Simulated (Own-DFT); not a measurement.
Al3GaN4 (wurtzite random alloy, strained, atoms displaced), AlGa3N4 (wurtzite random alloy, strained, atoms displaced) (calculated)

All values are calculated (Own-DFT development build). A calculation, not a measurement: plane-wave PBE density functional theory by an unreviewed code, no spin, of a simulated periodic cell, stress positive in tension, free energy of the whole cell less one offset for each atom, forces on such cells passed a denser k mesh, this cell's mesh not checked; offsets are fitted by least squares, one for each functional and potential file, so energies compare only between cells with the same atoms and settings and are not formation energies; the far tail of each file's local potential was reset to the Coulomb form; each entry is a single point on an unrelaxed cell, so the pressure reflects the starting lattice, mostly measured values, from which strain is counted, and rises with the displacements; printed positions are rounded, which can move forces by about a meV/angstrom; the program is a retired in-house code; no spin-orbit coupling.

Common to all runs: functional PBE; potential files PseudoDojo norm-conserving, scalar-relativistic, standard set with the stringent files for Ga; wave cutoff 96 hartree; occupations Gaussian; smearing width 0.01 eV; k mesh 4 x 4 x 3 centred on Gamma.

(1) Al3GaN4 (wurtzite random alloy, strained, atoms displaced)

```xyz
72
Lattice="9.3938 0.0000 0.0000 -4.6969 8.1352 0.0000 0.0000 0.0000 10.3423" Properties=species:S:1:pos:R:3 Al3GaN4
Ga     0.0116     1.8072    10.2398
Al     1.5854     1.0040     2.6159
N      0.0234     1.8170     1.9346
N      1.4342     0.8013     4.6489
Ga    -0.0456     1.8958     5.2412
Al     1.6075     0.9296     7.8099
N      0.0089     1.8590     7.1334
N      1.5917     0.8862     9.7404
Al    -1.5206     4.4369    10.3194
Al     0.0039     3.7147     2.5574
N     -1.5803     4.5903     1.8895
N      0.0427     3.6225     4.5248
Al    -1.5385     4.5566     5.0902
Al    -0.0075     3.6827     7.7642
N     -1.5412     4.5941     7.0935
N     -0.0090     3.6155     9.7885
Ga    -3.1196     7.3105    10.2986
Al    -1.5140     6.3271     2.5344
N     -3.1436     7.1993     2.0262
N     -1.6507     6.3475     4.5015
Ga    -3.1693     7.2247     5.1474
Al    -1.5766     6.3092     7.7399
N     -3.2066     7.3057     7.1268
N     -1.4918     6.3330     9.7193
Al     3.1000     1.7925    10.3022
Al     4.7571     0.9484     2.6076
N      3.2103     1.8802     2.0098
N      4.7455     0.9430     4.5480
Ga     3.0934     1.9219     5.1319
Al     4.6760     0.9601     7.7245
N      3.1794     1.8420     7.1012
N      4.6353     0.9200     9.7593
Al     1.6414     4.5365    10.2859
Al     3.1727     3.6676     2.5937
N      1.5817     4.5698     2.0341
N      3.1553     3.5711     4.5193
Ga     1.5384     4.3741     5.2821
Al     3.2428     3.7080     7.7255
N      1.5301     4.5625     7.1553
N      3.1808     3.6474     9.6880
Al    -0.0507     7.2111     0.0873
Al     1.5135     6.2740     2.5340
N      0.0203     7.2360     2.0336
N      1.6011     6.3520     4.5137
Al    -0.0556     7.1342     5.2187
Al     1.6127     6.3681     7.7797
N      0.0383     7.2286     7.1774
N      1.5988     6.4137     9.6820
Al     6.1790     1.8125     0.0397
Al     7.9104     0.8687     2.4838
N      6.2836     1.8617     2.0258
N      7.7946     0.9013     4.5268
Al     6.2496     1.8385     5.1907
Al     7.9152     0.8957     7.6981
N      6.1983     1.8326     7.1114
N      7.7770     0.8945     9.7225
Al     4.6563     4.5230    10.3024
Al     6.2732     3.7551     2.6190
N      4.7263     4.5215     1.9716
N      6.2910     3.6139     4.5799
Ga     4.6554     4.5107     5.1213
Al     6.2973     3.7382     7.7344
N      4.6713     4.4124     7.0840
N      6.3089     3.5617     9.7347
Al     3.0716     7.2296     0.0485
Ga     4.6907     6.3038     2.5396
N      3.1616     7.2220     1.9568
N      4.6951     6.3742     4.5121
Al     3.1215     7.2226     5.1674
Ga     4.7142     6.3616     7.7873
N      3.1399     7.1840     7.2362
N      4.6603     6.2505     9.7324
```

The calculation gives: free energy of cell above offsets -22.608 eV; pressure 1.14 GPa; stress xx -4.55 GPa; stress yy -4.93 GPa; stress zz 6.07 GPa; stress yz 0.55 GPa; stress xz -0.07 GPa; stress xy -1.26 GPa.

Force:
```
element  x (eV/Å)  y (eV/Å)  z (eV/Å)
     Ga    -1.124    -0.615     1.762
     Al    -0.078    -1.473     0.461
      N     0.452     1.006     0.286
      N     1.486     4.042    -2.432
     Ga    -0.517     -2.25    -1.179
     Al     0.092     0.495    -1.409
      N     0.529     0.403     1.963
      N     0.266     1.948    -1.863
     Al    -1.567      1.65     0.571
     Al    -0.221    -1.634    -0.135
      N       0.8    -0.781     0.776
      N    -1.883     0.819     -1.21
     Al    -0.628     -0.18     0.762
     Al    -0.121    -0.498     0.553
      N    -0.077    -0.825    -0.314
      N     1.822     1.163    -1.958
     Ga    -0.228    -3.371      1.89
     Al    -1.484     0.942     0.715
      N     1.716      1.89    -1.016
      N     2.279    -1.117    -0.266
     Ga    -0.072    -0.865     1.041
     Al      0.45     1.818     0.638
      N     2.133    -0.472     0.867
      N    -0.941    -1.144    -0.683
     Al     1.013     1.021     1.341
     Al    -0.053    -0.102     0.902
      N    -1.203    -0.603    -0.946
      N    -0.993    -1.148    -0.117
     Ga     0.472    -4.782     0.982
     Al     0.723    -0.939     0.533
      N    -1.468     0.544       1.3
      N     0.291    -0.596    -0.466
     Al    -0.935     0.602     0.697
     Al    -0.304    -0.321    -0.034
      N     0.335    -1.584    -2.008
      N    -1.062     2.634    -1.549
     Ga     1.334     2.854    -1.272
     Al    -3.252    -2.247     1.104
      N      1.08    -0.489     1.465
      N    -1.145    -0.874    -0.323
     Al     1.241     0.892    -0.824
     Al     1.577     2.163     1.973
      N    -0.211     0.455    -1.301
      N    -1.122    -0.844     0.313
     Al     1.251     1.805    -0.616
     Al    -1.219     -0.03     0.128
      N    -0.939     0.091    -0.647
      N    -1.288    -1.618     0.941
     Al     0.964    -0.227     0.183
     Al    -1.197     0.989     1.615
      N     0.496     0.032      -1.1
      N     0.025     0.002     0.108
     Al     0.262     -0.83    -0.191
     Al    -2.325     0.228     0.965
      N     1.902      0.46     0.355
      N     0.035    -0.244     -0.56
     Al     2.057    -0.615     1.235
     Al     0.438    -2.085    -0.041
      N    -0.707    -0.848    -1.055
      N     0.615     0.647    -0.999
     Ga     1.188     0.929     0.491
     Al    -0.316    -2.368     0.278
      N      2.46     2.495    -0.136
      N    -0.798     1.309     -0.85
     Al     1.369     0.536    -0.455
     Ga     0.193     0.694     0.937
      N    -1.827      0.03    -0.924
      N    -1.594    -1.209     0.438
     Al    -0.064     0.508    -0.026
     Ga    -0.175    -1.242      0.22
      N     -0.22     1.487    -2.222
      N     0.014     1.486     0.336
```

(2) Al3GaN4 (wurtzite random alloy, strained, atoms displaced)

```xyz
72
Lattice="9.3938 0.0000 0.0000 -4.6969 8.1352 0.0000 0.0000 0.0000 10.3423" Properties=species:S:1:pos:R:3 Al3GaN4
Al    -0.0054     1.7509     0.0279
Al     1.5459     0.8651     2.5509
N     -0.0184     1.7451     1.8819
N      1.4298     0.8732     4.5982
Al    -0.0666     1.7971     5.2043
Al     1.6121     0.9409     7.8590
N     -0.0197     1.7919     7.1086
N      1.5610     0.9459     9.7241
Al    -1.5551     4.5161     0.0404
Ga     0.0073     3.5619     2.5030
N     -1.5278     4.5783     1.9537
N      0.0146     3.5949     4.5291
Ga    -1.6027     4.5483     5.2879
Al     0.0506     3.6204     7.8106
N     -1.4882     4.5175     7.1661
N     -0.0489     3.5746     9.8195
Al    -3.0746     7.2132    10.2679
Al    -1.5404     6.3431     2.5820
N     -3.0936     7.2315     1.9905
N     -1.5181     6.3178     4.5414
Al    -3.1414     7.2217     5.1727
Al    -1.6031     6.3656     7.7650
N     -3.1610     7.2170     7.0010
N     -1.5561     6.4628     9.7111
Ga     3.1179     1.8247    10.3189
Al     4.7018     0.9055     2.5585
N      3.1368     1.8854     1.8679
N      4.6758     0.9472     4.5379
Al     3.1910     1.7849     5.1784
Al     4.6708     0.8614     7.7209
N      3.1629     1.8574     7.1204
N      4.6877     0.8753     9.6620
Al     1.5958     4.6354     0.0358
Al     3.0890     3.5924     2.5898
N      1.5289     4.5114     1.9112
N      3.1166     3.6209     4.5851
Ga     1.6180     4.4667     5.1309
Al     3.0678     3.6525     7.6931
N      1.4257     4.4455     7.0431
N      3.1222     3.6165     9.8145
Ga     0.0449     7.1553     0.0204
Al     1.6124     6.3379     2.5396
N     -0.0450     7.2173     1.9681
N      1.5806     6.3948     4.5859
Al    -0.0510     7.2185     5.2437
Al     1.4708     6.3808     7.7866
N     -0.0462     7.2216     7.1955
N      1.6330     6.3043     9.7680
Al     6.3046     1.7561    10.3402
Al     7.8245     0.9442     2.6429
N      6.2618     1.8642     1.9102
N      7.8390     0.8728     4.6052
Ga     6.1262     1.8239     5.1453
Ga     7.7963     0.9899     7.7420
N      6.3669     1.7874     7.1589
N      7.7536     0.8518     9.7383
Ga     4.7708     4.4771     0.0585
Ga     6.2801     3.6047     2.6076
N      4.6979     4.5604     1.9740
N      6.1477     3.6794     4.5794
Al     4.7240     4.5467     5.1568
Al     6.3392     3.6851     7.7116
N      4.6865     4.5415     7.2581
N      6.3338     3.6387     9.7367
Al     3.0975     7.2348    10.3222
Al     4.6763     6.3323     2.5402
N      3.1740     7.2691     2.0370
N      4.7685     6.3740     4.5785
Al     3.1450     7.2051     5.2229
Al     4.7160     6.3590     7.7220
N      3.1745     7.1806     7.1573
N      4.6527     6.3019     9.7443
```

It finds free energy of cell above offsets -22.827 eV; pressure 1.1 GPa; stress xx -5.2 GPa; stress yy -3.1 GPa; stress zz 4.99 GPa; stress yz -0.3 GPa; stress xz 0.25 GPa; stress xy 0.68 GPa.

Force:
```
element  x (eV/Å)  y (eV/Å)  z (eV/Å)
     Al    -0.742     0.398    -0.679
     Al     0.239     0.639     0.881
      N     0.105    -0.527      0.85
      N     2.474     0.596    -1.269
     Al     0.647     0.567     0.051
     Al    -0.989    -0.193    -2.242
      N     1.687      0.89     0.961
      N    -0.968    -1.509    -0.494
     Al    -0.122     0.503    -0.103
     Ga    -0.387     0.344     1.344
      N    -0.696    -0.076     -0.43
      N    -1.054    -0.644    -0.223
     Ga     1.076    -0.676    -1.874
     Al    -1.546    -1.504     0.608
      N    -0.654     0.844     1.258
      N     1.266     0.864    -1.309
     Al    -2.192      0.77     1.711
     Al    -0.627    -0.411      0.83
      N    -0.323    -0.314     -1.07
      N    -0.801     1.059    -0.064
     Al     0.708     0.633    -0.983
     Al    -0.387     -0.49      0.08
      N     1.088     0.503     2.874
      N     -0.13    -2.914    -1.243
     Ga     0.891     -0.15    -0.031
     Al    -0.453      0.35    -0.372
      N    -0.132    -1.662     2.665
      N      -1.5    -2.231    -1.081
     Al    -2.808     0.538     0.171
     Al     0.864     1.681     1.144
      N    -0.178    -0.887    -0.056
      N     1.087     0.289    -0.014
     Al    -0.119    -3.604     0.088
     Al     0.554     0.931    -0.193
      N     1.587     1.174     0.625
      N      2.46    -1.264    -1.396
     Ga    -2.297     1.572     0.209
     Al     0.621     0.261     1.367
      N     2.459     1.891     1.921
      N    -0.776     1.389    -2.177
     Ga    -0.354     1.914     0.327
     Al    -0.783    -0.029      1.46
      N     1.634     0.659     0.489
      N    -0.478     -0.24    -0.717
     Al     1.202    -0.188    -0.901
     Al     2.254    -1.312    -0.468
      N    -0.071     0.341    -1.137
      N    -0.763     0.577    -1.746
     Al    -1.458     1.271    -0.402
     Al     0.055     -0.51     0.104
      N     0.071    -2.047       0.6
      N    -0.992     0.476    -1.139
     Ga     3.331     0.424     1.312
     Ga     2.615    -2.819      1.28
      N    -4.939     2.255    -1.247
      N     1.608     0.302     0.117
     Ga    -0.895     0.285    -0.734
     Ga    -0.088     1.438     0.034
      N    -0.846    -0.499     1.061
      N     1.941    -1.025    -0.308
     Al     -2.01     1.345     1.157
     Al    -1.272    -1.166     1.447
      N     0.429    -0.449     -1.89
      N      0.38    -1.078     -0.88
     Al     1.755      0.06     0.878
     Al     1.222     0.344     1.146
      N    -1.154     0.009    -1.402
      N     -1.73    -1.381    -0.886
     Al      0.32      0.31    -0.121
     Al    -0.288      -0.5     1.091
      N    -1.806     0.138    -0.187
      N     1.178     1.468    -0.672
```

(3) AlGa3N4 (wurtzite random alloy, strained, atoms displaced)

```xyz
72
Lattice="9.7708 0.0000 0.0000 -4.8854 8.4617 0.0000 0.0000 0.0000 10.2685" Properties=species:S:1:pos:R:3 AlGa3N4
Ga     0.0168     1.8497     0.0345
Ga     1.5551     0.9527     2.5790
N      0.0045     1.8396     1.9974
N      1.5427     0.9068     4.5811
Ga     0.0747     1.9495     5.1942
Ga     1.6893     0.9292     7.6174
N     -0.0351     1.8760     7.0311
N      1.6171     0.9253     9.6727
Ga    -1.5915     4.7358    10.2172
Ga     0.0015     3.7939     2.5786
N     -1.6388     4.7045     1.9553
N      0.0052     3.7867     4.4191
Al    -1.6697     4.6743     5.0764
Ga     0.0173     3.8062     7.6536
N     -1.6444     4.7275     7.1210
N      0.0661     3.8387     9.6740
Ga    -3.2672     7.6120     0.0664
Ga    -1.6346     6.6179     2.5169
N     -3.2604     7.5211     1.8648
N     -1.5622     6.4969     4.4500
Ga    -3.3007     7.5370     5.1661
Ga    -1.5775     6.5649     7.7531
N     -3.3162     7.5431     7.0964
N     -1.5567     6.5756     9.7028
Al     3.2808     1.8658    10.2391
Ga     4.8929     0.9554     2.5793
N      3.2342     1.8406     1.9026
N      4.9050     0.8655     4.5801
Ga     3.1750     1.8930     5.0862
Al     4.9259     0.9903     7.6398
N      3.3046     1.9649     7.0753
N      4.9350     0.9072     9.6179
Ga     1.6549     4.6584    10.2227
Ga     3.2690     3.7513     2.5718
N      1.6568     4.6797     1.9414
N      3.3050     3.7918     4.5276
Ga     1.6990     4.5859     5.1327
Ga     3.1349     3.7873     7.7106
N      1.5787     4.7479     7.1076
N      3.2174     3.7397     9.5440
Al    -0.1116     7.4667    10.1884
Ga     1.7183     6.5387     2.4957
N      0.0461     7.5203     1.8737
N      1.6697     6.6104     4.5773
Al    -0.0305     7.4753     5.1486
Al     1.5773     6.5379     7.6738
N      0.0717     7.5794     7.0946
N      1.6221     6.5394     9.5656
Ga     6.5357     1.9011    10.2675
Ga     8.1599     0.9224     2.6165
N      6.4883     1.9362     1.9168
N      8.1477     0.9058     4.5529
Al     6.4728     1.8007     5.2183
Ga     8.0724     0.9785     7.6634
N      6.5402     1.7725     7.1019
N      8.1597     0.9056     9.6571
Ga     4.8595     4.7939     0.0146
Ga     6.5564     3.7614     2.6090
N      4.8076     4.6854     1.9285
N      6.4560     3.7239     4.5961
Ga     4.8729     4.7381     5.1570
Ga     6.4765     3.7816     7.7938
N      4.9559     4.6892     7.0370
N      6.5809     3.6912     9.6277
Al     3.2368     7.4355    10.2236
Al     4.8745     6.6070     2.5262
N      3.2072     7.6113     2.0150
N      4.8550     6.5873     4.5757
Ga     3.2046     7.5087     5.1946
Ga     4.8200     6.5395     7.7632
N      3.2874     7.5498     7.1708
N      4.8403     6.5856     9.7202
```

The calculation gives: free energy of cell above offsets -9.831 eV; pressure -2.96 GPa; stress xx 6.23 GPa; stress yy 5.78 GPa; stress zz -3.14 GPa; stress yz 0.26 GPa; stress xz -0.38 GPa; stress xy -0.27 GPa.

Force:
```
element  x (eV/Å)  y (eV/Å)  z (eV/Å)
     Ga    -0.622     0.496    -0.606
     Ga     1.204    -0.382     0.049
      N    -0.546     0.991    -0.417
      N     1.341     0.473    -1.081
     Ga    -2.073    -0.442    -1.647
     Ga    -0.815     0.393     1.062
      N     0.749     0.733     1.827
      N     1.154     0.993    -0.693
     Ga     -0.09    -1.076     0.816
     Ga     0.052    -0.273    -1.707
      N     0.083     0.153    -0.357
      N    -0.329    -0.036     2.686
     Al     0.145     0.099     0.699
     Ga    -1.015    -0.936     0.918
      N     0.136    -0.373     -1.34
      N     -1.18    -1.603    -0.615
     Ga      0.09    -0.956    -2.515
     Ga     0.861     -0.22    -0.036
      N    -0.955     -0.33     3.206
      N    -0.599     0.671     1.324
     Ga     0.338    -1.247    -0.181
     Ga    -0.578      0.77    -0.928
      N     1.008    -0.742     0.614
      N    -2.268     0.022    -0.741
     Al     0.202    -0.162    -0.359
     Ga     0.237    -0.571    -0.334
      N    -0.071     0.389     0.242
      N    -0.496     0.387    -0.068
     Ga     1.446    -0.471     0.382
     Al    -0.468    -0.677     1.002
      N    -0.068    -1.133     -0.23
      N    -1.514     0.071    -0.384
     Ga      0.22     0.947     0.543
     Ga    -0.353    -0.495    -0.423
      N    -0.013    -0.151    -0.161
      N    -0.354    -1.076    -0.299
     Ga    -1.263     2.238    -0.287
     Ga     1.609     0.076    -1.249
      N       0.5    -0.039    -0.962
      N     1.013    -0.654     2.464
     Al     3.562     1.766     1.094
     Ga    -1.475     0.597     1.229
      N    -0.452     -0.12    -0.169
      N    -1.575     -1.12     -0.52
     Al     0.728    -0.184    -0.341
     Al     0.898       1.5     0.098
      N     -0.76    -0.413    -0.356
      N    -0.073     0.586     0.854
     Ga     0.046     -1.29    -0.081
     Ga    -0.861     1.103     0.144
      N     0.406     -0.41     1.045
      N    -0.601     1.168     0.647
     Al     0.729     0.472    -1.173
     Ga     2.116     -1.14     1.294
      N    -1.908     1.953    -0.816
      N     0.098      -0.4     0.271
     Ga     0.213    -2.138    -0.314
     Ga    -0.805    -0.129    -0.169
      N     1.175     1.337     0.728
      N     1.183    -0.486    -0.222
     Ga     0.681     -0.06    -0.467
     Ga     0.573    -0.473    -2.041
      N    -1.431     0.252     1.674
      N    -0.658     1.714     1.331
     Al    -1.035     1.695     0.341
     Al    -0.412    -0.176     0.791
      N     1.855    -2.062    -2.056
      N     0.352     0.137    -1.861
     Ga     0.915     0.473     0.045
     Ga       0.7     0.469    -0.767
      N    -1.354    -1.102     -0.28
      N     0.451      0.63    -0.168
```
